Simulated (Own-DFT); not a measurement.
# How strain changes the stress of wurtzite AlGaN with randomly placed atoms, 72 atoms (Al9Ga27N36)

Calculated results; nothing here was measured. They come from Own-DFT, an in-house plane-wave density functional program, since retired, whose code no person has reviewed. Each row is one single-point run on a periodic cell that was not relaxed, without spin or spin-orbit coupling.

Settings of every run: PBE; PseudoDojo norm-conserving scalar-relativistic files; cutoff 42 hartree; 4 x 4 x 3 k mesh centred on Gamma; Fermi-Dirac smearing of 0.1 eV.

Known limits: forces on such cells passed a denser k mesh, each cell not checked; stress not checked against mesh or cutoff.

Unstrained cell vectors in Å: (9.509, 0.000, 0.000); (-4.755, 8.235, 0.000); (0.000, 0.000, 10.268). The unstrained cell has measured lattice constants (interpolated for alloys), not those of this functional. That, the random moves and any unrelaxed bonds set the pressure at no strain. Each run strains this cell uniformly, with the atoms carried along. Every atom was also moved at random, by a Gaussian of width 0.05 Å on each axis. The random placing of the alloy's atoms differs from row to row. Strain is the symmetric tensor, in per cent. Stress is positive in tension, and the pressure is minus a third of its trace.

| run | e_xx (%) | e_yy (%) | e_zz (%) | s_xx (GPa) | s_yy (GPa) | s_zz (GPa) | P (GPa) | E (meV/atom) |
|---|---|---|---|---|---|---|---|---|
| 1 | 1.25 | 1.25 | 0.00 | 0.02 | -0.30 | -7.44 | 2.57 | 0.0 |
| 2 | -0.75 | -0.75 | 0.00 | -9.37 | -14.37 | -10.88 | 11.54 | 37.5 |
| 3 | -2.25 | -2.25 | 0.00 | -22.32 | -20.35 | -11.56 | 18.08 | 53.6 |
| 4 | 0.50 | 0.50 | 0.00 | -6.51 | -3.96 | -6.89 | 5.79 | 12.3 |
| 5 | -2.50 | -2.50 | 0.00 | -22.32 | -22.97 | -12.97 | 19.42 | 62.4 |
| 6 | 2.75 | 2.75 | 0.00 | 4.78 | 6.05 | -3.26 | -2.52 | 0.6 |
| 7 | 2.50 | 2.50 | 0.00 | 4.99 | 4.18 | -5.27 | -1.30 | 19.2 |
| 8 | -1.75 | -1.75 | 0.00 | -16.30 | -19.17 | -10.81 | 15.43 | 37.0 |
| 9 | -1.50 | -1.50 | 0.00 | ? | ? | ? | ? | ? |

E is the free energy for each atom above the lowest run shown.

## Worked fit

The change of volume is close to e_xx + e_yy + e_zz. A straight line through the runs shown gives P = 8.58 - 207 x (fractional change of volume) GPa, with an error of 6 on the slope and a scatter of 0.62 GPa. The strain isn't the same on all axes and the cell isn't cubic, so the slope belongs to this path and is not the bulk modulus.

## Withheld run

Question: what pressure should run 9 give? Its volume changes by -2.98 %.

The line gives 14.7 GPa. The calculation gave 13.82 GPa.
